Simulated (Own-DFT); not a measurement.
# Biaxial strain at fixed height in wurtzite AlGaN with randomly placed atoms, 72 atoms (Al9Ga27N36)

Calculated, not measured: single-point runs of Own-DFT, a retired in-house plane-wave DFT program that no person has reviewed, on unrelaxed cells, without spin or spin-orbit coupling.

Settings: PBE; PseudoDojo norm-conserving scalar-relativistic files (stringent for Ga); cutoff 96 hartree; 4 x 4 x 3 k mesh centred on Gamma; Gaussian smearing of 0.01 eV.

Known weak points: forces on such cells passed a denser k mesh, each cell not checked; stress not checked against mesh or cutoff.

Unstrained cell vectors in Å: (9.509, 0.000, 0.000); (-4.755, 8.235, 0.000); (0.000, 0.000, 10.268). The unstrained cell has measured lattice constants (interpolated for alloys), not those of this functional. That, the random moves and any unrelaxed bonds set the pressure at no strain. Each run strains x and y alike by e, as a substrate would, and holds the height along z. All atoms carry random offsets, Gaussian with a width of 0.05 Å per axis. The random placing of the alloy's atoms differs from row to row. Stress is positive in tension.

```
e (%),u (Å),(s_xx + s_yy)/2 (GPa),s_zz (GPa)
-3.00,0.050,-24.62,-14.60
-2.50,0.046,-21.76,-11.66
-1.75,0.048,-17.10,-11.18
-1.25,0.052,-13.88,-9.96
-0.75,0.049,-10.89,-8.09
-0.25,0.047,-7.84,-7.18
0.25,0.049,-5.29,-6.98
1.00,0.050,?,?
1.25,0.050,-0.53,-5.03
1.50,0.050,1.39,-6.60
```

## Fit

With e as a fraction, the in-plane stress is -6.7 + 550 e - 1779 e² GPa (errors 9 and 452, scatter 0.27), and s_zz is -7.7 + 184 e GPa (slope ± 23, scatter 1.02). At e = 0 the first slope is C11 + C12 and the second 2 C13, both with the ions held to the strained lattice and at the cell's own pressure. The term in e² is negative: the layer stiffens under compression and softens under tension. A free layer would change its height as e changes, and the in-plane slope would drop by 2 C13²/C33 to the biaxial modulus. At fixed height, a misfit of 1 % moves the in-plane stress by about 5.5 GPa and s_zz by 1.8 GPa.

## Prediction

Asked: what are the two stresses at e = 1.00 %?

Estimate: -1.4 and -5.9 GPa. The hidden result is -1.66 and -6.79 GPa.
